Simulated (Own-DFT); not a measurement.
# Slab less bulk: wurtzite AlN, m plane (10-10)

Calculated, not measured: single-point runs of Own-DFT, a retired in-house plane-wave DFT program that no person has reviewed, on unrelaxed cells, without spin or spin-orbit coupling.

Keep in mind (not all hold for every row): some atoms lie very close together; k mesh not checked against a denser one.

Both sets of runs: PBE; PseudoDojo norm-conserving scalar-relativistic files; cutoff 42 hartree; Gaussian smearing of 0.01 eV. The slab has 128 atoms in 16 layers, two equal faces of 62.02 Å² as cut, 15 Å of vacuum, a dipole correction along the normal and a 6 x 3 x 1 mesh. The bulk cell has 128 atoms, the same measured lattice constants and a 3 x 3 x 3 mesh. In the slab only the 32 atoms nearest the faces were moved at random; u is their rms move along one axis. Energies are counted from -174.06 eV for each atom.

```
slab run,u (Å),E (eV, cell)
1,0.0468,20.730
2,0.0485,21.098
3,0.0489,21.825
4,0.0515,20.813
5,0.0530,21.292
6,0.0884,26.108
7,0.0989,27.051
8,0.1029,31.153
9,0.1051,27.479
10,0.1066,28.490
11,0.1105,29.319
12,0.1119,30.321
```

```
bulk run   u (Å)  E (meV/atom)
       1  0.0196         -2.99
       2  0.0197         -1.63
       3  0.0198         -1.76
       4  0.0201         -2.08
       5  0.0211         -0.39
       6  0.0959        302.93
       7  0.1013        316.29
       8  0.1018        376.35
       9  0.1028        312.14
      10  0.1031        321.14
```

Question: what is the energy of the unrelaxed surface?

## Solution

Take each set to u = 0 with E = a + b u². Residuals are scaled by 1/(u² + 0.0006 Å²) to tame the large moves. Slab: a = 18.97 ± 0.29 eV. Bulk: a = -15.2 ± 1.0 meV/atom. The excess is 18.97 - 128 x (-0.0152) = 20.92 ± 0.31 eV. Over two faces that is 169 meV/Å², or 2.70 ± 0.04 J/m². Relaxing the faces would lower the energy, and the unlike meshes and the reach from the smallest u down to zero add errors that aren't counted here.
